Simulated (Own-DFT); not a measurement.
GaN (wurtzite, strained, atoms displaced) (calculated)

All values are calculated (Own-DFT development build). A calculation, not a measurement: plane-wave PBE density functional theory by an unreviewed code, no spin, of a simulated periodic cell, stress positive in tension, free energy of the whole cell less one offset for each atom, forces on such cells passed a denser k mesh, this cell's mesh not checked; offsets are fitted by least squares, one for each functional and potential file, so energies compare only between cells with the same atoms and settings and are not formation energies; the far tail of each file's local potential was reset to the Coulomb form; each entry is a single point on an unrelaxed cell, so the pressure reflects the starting lattice, mostly measured values (interpolated for alloys), from which strain is counted, and rises with the displacements; printed positions are rounded, which can move forces by about a meV/angstrom; the program, named Own-DFT, is a retired in-house code; no spin-orbit coupling.

Common to all runs: functional PBE; potential files PseudoDojo norm-conserving, scalar-relativistic, standard set with the stringent files for Ga; wave cutoff 96 hartree; occupations Gaussian; smearing width 0.01 eV; k mesh 3 x 4 x 3 centred on Gamma.

(1) GaN (wurtzite, strained, atoms displaced)

```
GaN
1.0
     12.7560     0.0000     0.0000
     -4.7835     8.2853     0.0621
      0.0000     0.0778    10.3700
Ga N Ga N Ga N Ga N Ga N Ga N Ga N Ga N Ga N Ga N Ga N Ga N Ga N Ga N Ga N Ga N Ga N Ga N Ga N Ga N Ga N Ga N Ga N Ga N
2 2 2 2 2 2 2 2 2 2 2 2 2 2 2 2 2 2 2 2 2 2 2 2 2 2 2 2 2 2 2 2 2 2 2 2 2 2 2 2 2 2 2 2 2 2 2 2
Direct
  0.09025 0.23234 0.99433
  0.16617 0.11518 0.24810
  0.07901 0.22306 0.19406
  0.16891 0.11271 0.44269
  0.07659 0.21786 0.49064
  0.17028 0.10834 0.74398
  0.08287 0.21420 0.69094
  0.16085 0.10948 0.94270
  0.08406 0.56665 0.00084
  0.16448 0.44961 0.24146
  0.08919 0.55955 0.19596
  0.16141 0.44260 0.43722
  0.08534 0.55138 0.50165
  0.16945 0.45253 0.74509
  0.08407 0.55491 0.69410
  0.16767 0.44302 0.94034
  0.07374 0.88451 0.99923
  0.16314 0.77313 0.24819
  0.07882 0.88815 0.18731
  0.17098 0.79023 0.43442
  0.08560 0.89417 0.50548
  0.16931 0.78331 0.74196
  0.08674 0.88615 0.68983
  0.16286 0.77573 0.95058
  0.33449 0.22458 0.99468
  0.41515 0.11724 0.25214
  0.32578 0.21541 0.18106
  0.41305 0.11037 0.44556
  0.32822 0.21815 0.49586
  0.41911 0.10977 0.75109
  0.32681 0.22013 0.68580
  0.41062 0.10138 0.94051
  0.33475 0.55167 0.99885
  0.41465 0.44808 0.25008
  0.32898 0.54904 0.18457
  0.41628 0.44180 0.44329
  0.33483 0.55450 0.50429
  0.40816 0.43946 0.74657
  0.32742 0.54408 0.67650
  0.41746 0.44654 0.94033
  0.33246 0.88436 0.00560
  0.41706 0.77655 0.24972
  0.34395 0.88794 0.19615
  0.41588 0.76977 0.44084
  0.33032 0.88044 0.49458
  0.41773 0.77755 0.75146
  0.33381 0.89492 0.68704
  0.41620 0.78378 0.93974
  0.57989 0.22001 0.00289
  0.66238 0.11983 0.24607
  0.58845 0.23538 0.18814
  0.66198 0.10433 0.43876
  0.58128 0.21597 0.49826
  0.67097 0.11971 0.74332
  0.58704 0.22578 0.68330
  0.65980 0.10076 0.94175
  0.58279 0.54850 0.00025
  0.66181 0.44975 0.25413
  0.57793 0.54805 0.18770
  0.66364 0.44345 0.43889
  0.58527 0.56141 0.50469
  0.65885 0.44006 0.75396
  0.58433 0.55297 0.68529
  0.66695 0.45034 0.94780
  0.58336 0.88567 0.00113
  0.67041 0.77498 0.24574
  0.58497 0.88051 0.19130
  0.66231 0.77621 0.43698
  0.59260 0.89346 0.50420
  0.66375 0.78404 0.75074
  0.58887 0.89235 0.67865
  0.66850 0.77831 0.94077
  0.83263 0.23470 0.99750
  0.92042 0.11507 0.25349
  0.83664 0.22434 0.19385
  0.91414 0.11598 0.43499
  0.83232 0.22306 0.49638
  0.91564 0.11229 0.74590
  0.83536 0.22141 0.68981
  0.92368 0.10778 0.94272
  0.84099 0.55940 0.99583
  0.92692 0.44990 0.24387
  0.83415 0.55988 0.18918
  0.90971 0.44531 0.44151
  0.83419 0.55569 0.50387
  0.92363 0.45404 0.74897
  0.83688 0.55238 0.68502
  0.92368 0.44740 0.93860
  0.83803 0.89763 0.99808
  0.91750 0.78344 0.24775
  0.83388 0.88141 0.18735
  0.90977 0.77088 0.44499
  0.83768 0.88997 0.50189
  0.90954 0.77170 0.75452
  0.83256 0.89550 0.69300
  0.91561 0.77376 0.93827
```

```
free energy of cell above offsets : -5.170 eV
pressure                          : 7.04 GPa
stress xx                         : -8.16 GPa
stress yy                         : -7.21 GPa
stress zz                         : -5.74 GPa
stress yz                         : 2.5 GPa
stress xz                         : -0.08 GPa
stress xy                         : 1.36 GPa
```

Force:
```tsv
element	x (eV/Å)	y (eV/Å)	z (eV/Å)
Ga	-0.706	-1.773	1.112
Ga	-0.297	-0.785	0.181
N	1.143	0.666	-1.011
N	-1.551	-0.398	-1.266
Ga	1.046	0.708	1.532
Ga	-1.764	-0.413	1.603
N	-0.625	1.147	-1.017
N	1.465	-0.061	-1.018
Ga	1.553	-1.945	0.484
Ga	1.861	-1.473	1.635
N	-1.178	0.471	-1.973
N	1.064	0.109	-0.379
Ga	-1.501	0.778	-0.386
Ga	0.211	-2.23	0.99
N	0.318	1.155	-1.108
N	-0.448	2.139	-0.815
Ga	1.361	1.232	0.381
Ga	0.273	2.064	0.349
N	1.006	0.38	0.297
N	-0.695	-1.729	0.547
Ga	-0.414	-0.984	-0.931
Ga	0.575	-0.786	1.709
N	-1.659	0.05	0.19
N	0.301	1.813	-1.722
Ga	-0.727	-1.185	0.174
Ga	0.439	-0.532	0.136
N	0.902	1.055	0.879
N	0.585	-0.267	-1.114
Ga	0.965	0.912	0.847
Ga	-0.6	0.499	-0.304
N	2.244	0.44	0.217
N	0.353	1.256	-0.353
Ga	-0.773	0.783	0.073
Ga	0.154	-0.92	0.571
N	0.095	0.849	0.275
N	-0.133	0.223	-0.881
Ga	-0.375	-0.599	-3.051
Ga	1.337	0.044	0.24
N	0.134	1.775	3.407
N	0.33	-0.215	-1.235
Ga	-0.714	0.11	0.409
Ga	1.677	-1.047	0.97
N	-2.688	1.013	-0.978
N	0.069	0.98	-0.17
Ga	0.807	0.819	0.319
Ga	-0.197	0.222	-0.729
N	0.981	-0.974	-0.119
N	0.873	-1.305	-0.602
Ga	0.126	-0.031	-0.405
Ga	1.785	-1.295	0.592
N	-1.146	-1.036	0.087
N	0.23	1.222	-0.586
Ga	-0.488	0.847	-0.414
Ga	-0.017	-0.926	1.079
N	-0.637	-0.312	1.029
N	0.288	2.099	-0.902
Ga	-0.996	1.578	0.432
Ga	1.751	0.187	0.023
N	-0.462	0.935	-0.177
N	0.224	0.041	0.509
Ga	0.12	-0.968	-1.196
Ga	1.244	0.524	-0.024
N	-1.193	0.623	1.541
N	1.607	-1.463	-1.759
Ga	0.132	-0.537	0.695
Ga	-0.496	-0.219	0.697
N	-0.839	1.25	-0.502
N	1.541	0.395	-0.144
Ga	-1.324	-1.195	-2.382
Ga	1.216	-1.046	0.455
N	-1.46	0.188	2.794
N	-0.169	-0.318	-0.387
Ga	1.099	-2.548	0.834
Ga	-1.122	-1.256	-1.217
N	-0.795	0.203	-1.002
N	0.23	-1.166	0.822
Ga	-0.65	0.246	0.276
Ga	1.138	0.282	1.428
N	-0.403	1.16	-0.422
N	-1.709	1.92	-1.013
Ga	-1.247	-0.806	1.514
Ga	-2.617	-0.595	1.451
N	0.559	-0.44	-0.352
N	2.011	0.021	-0.734
Ga	-1.072	-0.618	-0.894
Ga	-0.557	-1.51	0.061
N	-1.354	0.317	1.746
N	-0.887	0.387	-0.476
Ga	-0.29	-1.44	0.572
Ga	0.544	-1.481	1.177
N	-0.899	1.636	-0.17
N	1.15	1.587	-0.849
Ga	-1.334	-0.169	0.009
Ga	0.477	0.586	-1.087
N	0.46	-1.294	-0.635
N	-0.844	0.367	-0.463
```

(2) GaN (wurtzite, strained, atoms displaced)

```
GaN
1.0
     12.7560     0.0957     0.0000
     -4.7214     8.2494     0.0000
      0.0000     0.0000    10.3700
Ga N Ga N Ga N Ga N Ga N Ga N Ga N Ga N Ga N Ga N Ga N Ga N Ga N Ga N Ga N Ga N Ga N Ga N Ga N Ga N Ga N Ga N Ga N Ga N
2 2 2 2 2 2 2 2 2 2 2 2 2 2 2 2 2 2 2 2 2 2 2 2 2 2 2 2 2 2 2 2 2 2 2 2 2 2 2 2 2 2 2 2 2 2 2 2
Direct
  0.08940 0.22783 0.00119
  0.16390 0.10374 0.24557
  0.08497 0.22238 0.19559
  0.15918 0.11386 0.43205
  0.08044 0.22607 0.49805
  0.16411 0.11758 0.75252
  0.08338 0.22723 0.68889
  0.17084 0.11563 0.93194
  0.08021 0.56209 0.00372
  0.16481 0.44696 0.25330
  0.07943 0.55619 0.19318
  0.17498 0.45899 0.43890
  0.08126 0.55094 0.50420
  0.16920 0.44280 0.75814
  0.08464 0.55718 0.68565
  0.16446 0.45396 0.94516
  0.08810 0.89593 0.99883
  0.16929 0.77881 0.25129
  0.09021 0.88676 0.17896
  0.16588 0.77393 0.43850
  0.08079 0.89284 0.50580
  0.16091 0.76475 0.74764
  0.08514 0.88448 0.68506
  0.16713 0.77923 0.94202
  0.33694 0.22996 0.00446
  0.40262 0.10609 0.24761
  0.33492 0.23508 0.18274
  0.41813 0.11356 0.44654
  0.34037 0.22021 0.50034
  0.41652 0.11690 0.75433
  0.33076 0.22521 0.68678
  0.41405 0.11386 0.93463
  0.34237 0.56310 0.00309
  0.42310 0.44588 0.25702
  0.33577 0.56132 0.19025
  0.41186 0.43788 0.44321
  0.33841 0.55541 0.49365
  0.42023 0.44204 0.75047
  0.32980 0.55358 0.69030
  0.41943 0.44588 0.94300
  0.33743 0.89241 0.00045
  0.42028 0.78224 0.25767
  0.32336 0.88856 0.18866
  0.41417 0.77839 0.44273
  0.33066 0.88697 0.49858
  0.41885 0.77845 0.74624
  0.33353 0.88290 0.68861
  0.41809 0.78123 0.93517
  0.58185 0.21113 0.00034
  0.66045 0.10130 0.24744
  0.58784 0.22971 0.18870
  0.66563 0.11372 0.44029
  0.58808 0.23322 0.50657
  0.66428 0.09448 0.75938
  0.58570 0.22945 0.68662
  0.65744 0.09781 0.94042
  0.58495 0.55255 0.99183
  0.66800 0.44746 0.25078
  0.58448 0.55184 0.18692
  0.66487 0.43750 0.43859
  0.58316 0.55789 0.50259
  0.66414 0.44544 0.74296
  0.57604 0.55036 0.69377
  0.67407 0.45918 0.94202
  0.58096 0.88326 0.00771
  0.66143 0.76877 0.24859
  0.58593 0.90345 0.18646
  0.67092 0.76958 0.44173
  0.58895 0.89392 0.50696
  0.67091 0.78203 0.75119
  0.58371 0.87653 0.68797
  0.66556 0.77979 0.93772
  0.83122 0.21839 0.00003
  0.91896 0.10513 0.25572
  0.82579 0.20857 0.19154
  0.92090 0.11077 0.44068
  0.82855 0.21768 0.49914
  0.91659 0.10431 0.75559
  0.83462 0.21964 0.69241
  0.91936 0.11922 0.94271
  0.83497 0.55894 0.99473
  0.91675 0.44637 0.24699
  0.83075 0.55060 0.18206
  0.91638 0.44309 0.43761
  0.83615 0.55980 0.50997
  0.91715 0.43845 0.74930
  0.83819 0.55943 0.69675
  0.92128 0.45206 0.93625
  0.83259 0.90038 0.00295
  0.90873 0.77745 0.24136
  0.82604 0.88477 0.18942
  0.91158 0.77216 0.44894
  0.83039 0.89090 0.51606
  0.91723 0.77688 0.74929
  0.83551 0.88598 0.68684
  0.91448 0.76996 0.94038
```

```
free energy of cell above offsets : -5.205 eV
pressure                          : 6.86 GPa
stress xx                         : -5.79 GPa
stress yy                         : -7.07 GPa
stress zz                         : -7.71 GPa
stress yz                         : -0.15 GPa
stress xz                         : 0.29 GPa
stress xy                         : 2.36 GPa
```

Force:
```tsv
element	x (eV/Å)	y (eV/Å)	z (eV/Å)
Ga	-0.502	0.425	0.599
Ga	0.137	0.596	0.599
N	-0.459	-0.047	-1.216
N	1.75	-0.389	0.762
Ga	1.074	1.018	0.305
Ga	1.123	-0.872	-1.522
N	-0.517	-0.658	0.02
N	-0.299	0.285	1.579
Ga	0.476	-0.007	0.371
Ga	0.52	0.192	-0.313
N	0.602	-0.029	-0.567
N	-0.425	-1.574	0.018
Ga	-0.119	0.617	-1.055
Ga	-0.567	0.755	-0.476
N	-0.055	-1.856	0.767
N	1.555	-0.631	-0.092
Ga	-0.425	-0.766	-1.076
Ga	-1.324	-1.238	0.785
N	-1.938	0.216	1.428
N	-0.627	0.656	0.164
Ga	0.419	-0.24	-1.802
Ga	0.734	2.013	0.961
N	-0.805	0.926	1.587
N	0.44	0.328	-0.92
Ga	-0.156	-0.531	-1.357
Ga	1.821	1.188	0.75
N	-0.163	-1.171	1.556
N	0.998	-0.844	-1.73
Ga	-2.747	-0.176	0.52
Ga	0.074	-0.962	-1.627
N	0.295	-0.5	0.376
N	0.734	0.065	1.364
Ga	-1.37	-0.309	-0.095
Ga	-1.035	0.364	-0.721
N	0.33	-0.057	0.482
N	1.642	0.656	-0.7
Ga	-1.434	0.273	1.71
Ga	-2.357	-0.116	0.48
N	1.095	0.039	-0.27
N	-0.139	0.219	-0.92
Ga	-1.001	-0.5	-0.425
Ga	-0.765	-0.059	-0.76
N	2.59	0.526	-0.333
N	1.685	0.459	-0.245
Ga	-0.405	0.193	0.853
Ga	-0.464	-0.896	0.298
N	-0.703	1.08	0.106
N	0.482	-0.014	0.535
Ga	-1.181	2.053	0.375
Ga	-0.054	3.758	1.681
N	-1.049	-1.526	-0.139
N	0.071	-0.786	-0.094
Ga	-0.074	-1.949	-0.992
Ga	-0.526	1.574	-1.564
N	0.377	-1.558	1.523
N	1.327	0.827	0.024
Ga	-0.488	0.721	1.191
Ga	0.805	-0.551	-0.009
N	-0.847	0.581	-0.17
N	-0.115	2.139	0.219
Ga	0.22	-1.298	0.153
Ga	1.19	0.448	1.752
N	1.488	1.667	-1.033
N	0.221	-2.706	-1.616
Ga	-0.387	-0.393	-1.327
Ga	-0.09	0.786	0.583
N	0.113	-4.346	0.573
N	-1.407	1.368	-0.493
Ga	-0.572	-0.491	-1.543
Ga	0.415	-1.442	0.536
N	-0.655	1.258	0.306
N	0.447	0.203	0.301
Ga	-0.745	1.209	0.723
Ga	-0.863	0.523	-0.483
N	0.78	1.115	-0.381
N	-1.527	-0.606	0.391
Ga	0.599	0.718	0.015
Ga	0.076	1.18	-0.463
N	-0.517	-1.074	-0.194
N	0.769	-0.711	-0.463
Ga	0.223	-0.892	0.623
Ga	-0.475	-1.029	0.586
N	-0.067	0.796	0.724
N	-0.174	-0.218	0.452
Ga	0.071	-1.049	-0.972
Ga	0.151	0.637	0.292
N	-0.795	-1.105	-0.708
N	-0.436	-1.587	0.262
Ga	0.868	-1.49	-0.417
Ga	1.992	-0.818	1.314
N	-0.025	0.624	-0.212
N	-0.063	1.272	-1.499
Ga	1.104	-0.103	-4.054
Ga	1.084	0.224	0.947
N	-0.696	0.284	3.001
N	-0.339	3.118	-0.476
```

(3) GaN (wurtzite, strained, atoms displaced)

```
GaN
1.0
     12.7560     0.0957     0.0000
     -4.7214     8.2494     0.0000
      0.0000     0.0000    10.3700
Ga N Ga N Ga N Ga N Ga N Ga N Ga N Ga N Ga N Ga N Ga N Ga N Ga N Ga N Ga N Ga N Ga N Ga N Ga N Ga N Ga N Ga N Ga N Ga N
2 2 2 2 2 2 2 2 2 2 2 2 2 2 2 2 2 2 2 2 2 2 2 2 2 2 2 2 2 2 2 2 2 2 2 2 2 2 2 2 2 2 2 2 2 2 2 2
Direct
  0.07842 0.22208 0.99908
  0.16387 0.10727 0.24213
  0.08719 0.23108 0.18990
  0.16349 0.11823 0.43851
  0.08369 0.22300 0.50476
  0.16464 0.10963 0.74836
  0.08561 0.21897 0.68493
  0.15902 0.11683 0.93469
  0.08453 0.56145 0.99831
  0.17202 0.45144 0.25041
  0.08160 0.56396 0.19392
  0.16513 0.44352 0.43776
  0.08280 0.55268 0.49701
  0.16166 0.43927 0.75421
  0.07996 0.56064 0.68289
  0.16988 0.44707 0.94137
  0.08003 0.88449 0.99880
  0.16568 0.76258 0.25627
  0.08929 0.88891 0.18457
  0.17664 0.78486 0.44106
  0.08515 0.88504 0.49754
  0.16029 0.77378 0.75041
  0.09530 0.89650 0.69611
  0.16939 0.77642 0.94105
  0.33011 0.21894 0.99970
  0.41773 0.11041 0.24518
  0.32793 0.21763 0.18948
  0.41468 0.11414 0.43327
  0.33636 0.22278 0.49891
  0.41258 0.10720 0.74959
  0.33257 0.21783 0.69661
  0.41245 0.09897 0.94166
  0.33778 0.56081 0.00127
  0.41366 0.43641 0.25671
  0.33011 0.55410 0.18274
  0.41410 0.44472 0.43801
  0.33642 0.56921 0.50368
  0.41662 0.44191 0.75374
  0.33591 0.55591 0.68127
  0.41329 0.43868 0.93864
  0.33288 0.88691 0.01571
  0.41166 0.77710 0.25662
  0.32973 0.88422 0.18274
  0.41404 0.77616 0.44128
  0.33519 0.89492 0.50113
  0.40372 0.76708 0.74662
  0.33135 0.88159 0.68844
  0.41179 0.77230 0.93524
  0.57992 0.21848 0.99819
  0.66493 0.11679 0.24665
  0.58534 0.23172 0.18573
  0.66352 0.10466 0.44336
  0.58885 0.22077 0.49182
  0.66340 0.10994 0.74789
  0.58226 0.22211 0.68668
  0.66873 0.11740 0.93709
  0.57867 0.55712 0.98815
  0.66373 0.43491 0.25636
  0.58354 0.55597 0.18628
  0.66802 0.44559 0.44103
  0.58314 0.55296 0.50400
  0.66496 0.44107 0.75085
  0.58629 0.55644 0.69636
  0.66647 0.43712 0.93342
  0.58376 0.88951 0.99759
  0.66741 0.78088 0.25330
  0.58256 0.88939 0.19208
  0.66122 0.78139 0.43267
  0.57975 0.89107 0.50268
  0.66753 0.78033 0.74753
  0.58185 0.89153 0.69282
  0.66504 0.78227 0.94357
  0.83239 0.22735 0.00606
  0.91199 0.10185 0.23789
  0.82781 0.22604 0.19145
  0.91675 0.11734 0.43362
  0.83743 0.22208 0.49554
  0.91227 0.11767 0.74709
  0.83501 0.22402 0.68749
  0.91554 0.10489 0.94149
  0.83400 0.56234 0.99227
  0.92069 0.44423 0.24902
  0.83021 0.55134 0.18789
  0.91626 0.44700 0.43554
  0.82471 0.54629 0.49717
  0.92092 0.44579 0.74870
  0.83677 0.55026 0.68715
  0.91754 0.44544 0.94689
  0.83483 0.88957 0.00254
  0.91490 0.77999 0.24325
  0.83279 0.89190 0.18791
  0.91498 0.77633 0.42987
  0.83932 0.90222 0.50514
  0.91486 0.77938 0.75004
  0.83228 0.88243 0.68679
  0.91296 0.78001 0.93752
```

```
free energy of cell above offsets : -5.843 eV
pressure                          : 6.69 GPa
stress xx                         : -5.58 GPa
stress yy                         : -7.46 GPa
stress zz                         : -7.03 GPa
stress yz                         : -0.29 GPa
stress xz                         : -0.03 GPa
stress xy                         : 3.03 GPa
```

Force:
```tsv
element	x (eV/Å)	y (eV/Å)	z (eV/Å)
Ga	0.249	0.768	0.616
Ga	-0.325	0.274	1.273
N	-0.928	-0.945	-0.584
N	1.66	-1.271	-0.339
Ga	-0.475	0.39	-1.54
Ga	0.532	0.694	0.705
N	-1.635	0.485	1.106
N	1.755	-1.067	0.528
Ga	0.324	-0.685	0.788
Ga	-0.712	-0.766	0.041
N	1.167	-2.54	-1.527
N	0.576	0.571	0.241
Ga	-0.337	0.477	-0.021
Ga	0.491	0.666	-0.652
N	1.248	-0.939	0.619
N	-0.659	-0.095	-0.406
Ga	0.435	0.842	-0.291
Ga	-0.769	3.431	0.057
N	-0.866	-0.708	0.454
N	-1.083	-1.158	-0.311
Ga	-0.92	0.8	0.106
Ga	1.963	0.173	0.772
N	-2.622	-1.088	-1.704
N	-0.632	0.591	-0.521
Ga	-0.348	-0.471	-0.079
Ga	-0.628	-0.036	0.073
N	0.794	0.265	-0.427
N	1.438	-0.234	0.091
Ga	-1.596	0.129	0.591
Ga	1.117	-0.603	0.518
N	-0.396	0.737	-1.33
N	-0.276	1.02	-0.169
Ga	-0.347	-0.752	-0.377
Ga	0.201	1.099	-1.589
N	0.788	0.534	1.517
N	0.424	0.331	1.149
Ga	-0.099	-2.575	-1.065
Ga	-0.211	0.016	-0.706
N	-0.505	-1.174	1.79
N	-0.065	0.29	-0.079
Ga	0.14	-0.609	-4.879
Ga	1.306	-0.234	-1.1
N	0.191	0.288	4.507
N	-0.1	1.516	-0.455
Ga	0.407	0.218	0.456
Ga	1.72	0.886	1.158
N	-1.303	0.985	-0.403
N	0.465	0.982	0.27
Ga	-0.108	0.404	-0.261
Ga	0.229	-1.169	0.632
N	-0.391	-2.049	0.043
N	0.895	1.027	-1.339
Ga	-1.753	0.099	1.539
Ga	0.244	0.544	0.36
N	-0.428	-0.27	-0.512
N	0.272	-0.73	0.174
Ga	1.24	-0.438	1.755
Ga	-0.367	2.797	-1.28
N	-0.216	-0.339	0.129
N	-1.037	-0.916	-0.217
Ga	-0.784	0.866	-0.341
Ga	1.009	-0.123	-0.437
N	-0.763	0.003	-0.97
N	-0.692	0.917	0.658
Ga	-1.251	0.429	0.522
Ga	-0.309	-0.979	-1.083
N	-0.819	0.41	-0.563
N	1.186	-0.372	2.212
Ga	0.542	-0.811	0.24
Ga	-0.438	0.081	0.723
N	-0.133	-0.88	-0.546
N	1.272	-0.383	-1.26
Ga	0.112	-0.665	-0.743
Ga	0.247	2.763	1.583
N	1.214	-0.587	-0.15
N	1.074	-0.658	-0.195
Ga	-1.313	0.564	0.32
Ga	1.935	-1.275	1.032
N	-1.082	0.223	-0.506
N	-1.154	1.123	-0.682
Ga	-0.362	-1.396	1.406
Ga	-1.33	0.401	0.052
N	0.007	0.456	-0.316
N	0.218	-0.381	0.335
Ga	1.73	1.893	0.469
Ga	-0.562	-0.397	0.76
N	-1.268	0.8	0.097
N	0.302	0.351	-1.408
Ga	-1.217	-0.308	-0.324
Ga	1.102	-0.821	0.383
N	-0.105	-1.241	-0.5
N	0.1	0.225	1.428
Ga	-0.215	-1.414	-1.814
Ga	1.402	-0.545	-0.408
N	-0.631	1.334	0.435
N	0.841	-0.069	-0.313
```

(4) GaN (wurtzite, strained, atoms displaced)

```
GaN
1.0
     12.7560     0.0000     0.0000
     -4.7835     8.2853     0.0621
      0.0000     0.0778    10.3700
Ga N Ga N Ga N Ga N Ga N Ga N Ga N Ga N Ga N Ga N Ga N Ga N Ga N Ga N Ga N Ga N Ga N Ga N Ga N Ga N Ga N Ga N Ga N Ga N
2 2 2 2 2 2 2 2 2 2 2 2 2 2 2 2 2 2 2 2 2 2 2 2 2 2 2 2 2 2 2 2 2 2 2 2 2 2 2 2 2 2 2 2 2 2 2 2
Direct
  0.08119 0.22260 0.99948
  0.16612 0.10803 0.24946
  0.08029 0.21843 0.18784
  0.15907 0.11080 0.43543
  0.08657 0.22773 0.49936
  0.16823 0.11546 0.74471
  0.08820 0.22773 0.69772
  0.16550 0.10874 0.93797
  0.08330 0.55378 0.99604
  0.16044 0.44362 0.25338
  0.07808 0.55185 0.18481
  0.16332 0.43741 0.44158
  0.07786 0.54804 0.49486
  0.16108 0.43805 0.74960
  0.07675 0.55598 0.68702
  0.16826 0.43873 0.93008
  0.07226 0.87505 0.00172
  0.16737 0.77937 0.25143
  0.07666 0.87577 0.18538
  0.17457 0.78273 0.44001
  0.08283 0.88788 0.50619
  0.16047 0.77726 0.74673
  0.08518 0.88196 0.69566
  0.15822 0.76084 0.94319
  0.33338 0.22955 0.00040
  0.41749 0.10618 0.24016
  0.33485 0.23089 0.19312
  0.42008 0.11132 0.44041
  0.33620 0.23066 0.50408
  0.41480 0.10207 0.75246
  0.33184 0.22368 0.68669
  0.41512 0.10888 0.92968
  0.33703 0.56601 0.00325
  0.41671 0.44704 0.25509
  0.33327 0.55399 0.18975
  0.41515 0.44006 0.44355
  0.33428 0.55094 0.48857
  0.41903 0.45840 0.75349
  0.32638 0.55734 0.69764
  0.41852 0.45444 0.94398
  0.32559 0.87820 0.99763
  0.42297 0.78551 0.25224
  0.32856 0.89110 0.18350
  0.41946 0.77802 0.43226
  0.33962 0.89213 0.50332
  0.41925 0.77230 0.75391
  0.33370 0.88510 0.67923
  0.41375 0.77985 0.93024
  0.58140 0.21584 0.99455
  0.66268 0.10951 0.24624
  0.58758 0.22743 0.19022
  0.67043 0.11020 0.44137
  0.57243 0.21284 0.50291
  0.66344 0.11355 0.74678
  0.58810 0.23268 0.68649
  0.66423 0.12202 0.93226
  0.58681 0.55560 0.98845
  0.66475 0.44358 0.24709
  0.58370 0.55626 0.18407
  0.66558 0.43972 0.43784
  0.58322 0.55209 0.50180
  0.66020 0.43856 0.75222
  0.58008 0.55564 0.68990
  0.66730 0.44874 0.94179
  0.59500 0.89197 0.99575
  0.67102 0.77215 0.25294
  0.58263 0.89022 0.19062
  0.67045 0.78338 0.44252
  0.59128 0.89261 0.49857
  0.66987 0.77828 0.75865
  0.58070 0.89126 0.68785
  0.67123 0.77801 0.94457
  0.83383 0.23145 0.99449
  0.92246 0.11521 0.25400
  0.83814 0.21846 0.18482
  0.91540 0.11776 0.44104
  0.84314 0.22282 0.48853
  0.91799 0.10432 0.75153
  0.83116 0.22553 0.68308
  0.92799 0.11149 0.93799
  0.83101 0.55628 0.00343
  0.91826 0.44076 0.25128
  0.83295 0.55702 0.18922
  0.91847 0.43903 0.43230
  0.83558 0.55729 0.50882
  0.91778 0.44894 0.75816
  0.83359 0.54920 0.68889
  0.91301 0.43481 0.93941
  0.82975 0.88556 0.99667
  0.91801 0.77789 0.25431
  0.83412 0.88868 0.18455
  0.91366 0.78057 0.43424
  0.82734 0.88100 0.50176
  0.91173 0.76858 0.75222
  0.83271 0.89290 0.68874
  0.90921 0.77835 0.94613
```

```
free energy of cell above offsets : -4.521 eV
pressure                          : 7.19 GPa
stress xx                         : -6.92 GPa
stress yy                         : -7.37 GPa
stress zz                         : -7.27 GPa
stress yz                         : 1.41 GPa
stress xz                         : 0.33 GPa
stress xy                         : 0 GPa
```

Force:
```tsv
element	x (eV/Å)	y (eV/Å)	z (eV/Å)
Ga	1.819	0.354	0.451
Ga	-0.248	-0.212	-0.516
N	0.999	0.828	0.123
N	1.471	-0.259	0.816
Ga	-0.649	-1.739	1.184
Ga	0.46	-0.704	1.439
N	-0.838	-1.618	-2.276
N	0.344	-0.415	0.22
Ga	0.531	-2.488	0.699
Ga	0.878	-0.207	-0.937
N	1.014	0.71	0.346
N	0.189	1.754	-0.714
Ga	0.624	1.377	1.054
Ga	-0.452	1.745	-0.189
N	0.949	-0.145	-0.257
N	-0.492	1.037	2.067
Ga	1.008	1.504	-0.459
Ga	-0.285	-0.692	0.097
N	0.519	1.46	0.736
N	-1.105	-0.703	-0.165
Ga	0.22	0.046	-0.844
Ga	3.192	-1.341	0.883
N	-3.087	1.696	-1.122
N	-0.436	2.697	-1.556
Ga	-0.079	-0.788	-0.13
Ga	-0.66	1.223	1.277
N	0.536	-1.173	-0.597
N	-2.041	-0.425	-1.392
Ga	-0.022	-2.492	-0.467
Ga	-0.447	0.59	-1.903
N	0.841	0.485	0.753
N	-0.376	0.036	2.285
Ga	-0.557	-1.043	-0.248
Ga	0.529	0.159	-0.844
N	-0.847	0.717	0.544
N	0.577	1.338	-0.887
Ga	-1.128	1.174	1.866
Ga	-0.879	-1.617	-0.041
N	1.174	-0.34	-2.084
N	0.49	-0.308	-0.8
Ga	0.002	0.982	-0.3
Ga	-1.109	-0.998	-1.083
N	1.142	-0.532	0.072
N	0.259	-0.089	1.305
Ga	-0.128	-0.574	-1.493
Ga	-1.277	0.58	-1.858
N	-0.236	0.067	2.713
N	1.132	0.573	2.281
Ga	-1.618	1.053	1.157
Ga	1.528	0.442	1.022
N	-0.662	-0.877	-1.318
N	-0.767	0.644	-0.825
Ga	2.764	1.413	-0.367
Ga	1.03	0.235	-0.873
N	-0.971	-1.663	0.312
N	2.296	-1.714	0.308
Ga	-1.25	-0.336	2.255
Ga	0.302	0.58	0.632
N	-0.29	-0.071	0.285
N	-0.028	0.53	0.413
Ga	0.386	0.298	-0.243
Ga	0.544	1.052	-0.015
N	0.75	0.719	0.303
N	0.679	-1.135	-0.981
Ga	-2.521	0.595	0.926
Ga	-0.623	0.625	-0.487
N	1.185	-0.149	-1.217
N	-0.332	-1.849	-0.782
Ga	-1.315	-0.094	0.408
Ga	-0.952	0.322	-1.585
N	1.168	-0.396	0.42
N	-0.941	-0.118	-1.354
Ga	0.958	-3.215	1.201
Ga	-0.825	-1.331	-0.596
N	-1.352	0.247	0.007
N	3.447	-2.417	-0.755
Ga	-3.863	0.633	2.563
Ga	-0.926	1.869	-0.176
N	0.966	-0.246	0.691
N	-3.291	-1.05	-0.521
Ga	0.537	-0.388	0.326
Ga	-1.269	-0.148	-1.19
N	0.36	-0.47	0.24
N	-1.1	1.298	0.714
Ga	-0.186	-0.92	-2.124
Ga	0.313	-1.704	-1.445
N	-1.318	0.814	0.972
N	-0.425	3.338	-0.057
Ga	0.888	2.093	1.62
Ga	-0.785	-0.411	-1.231
N	0.078	0.248	0.851
N	0.875	-0.421	1.945
Ga	0.974	1.7	0.052
Ga	0.046	0.79	0.239
N	0.776	-1.428	0.112
N	1.243	-1.215	-1.884
```
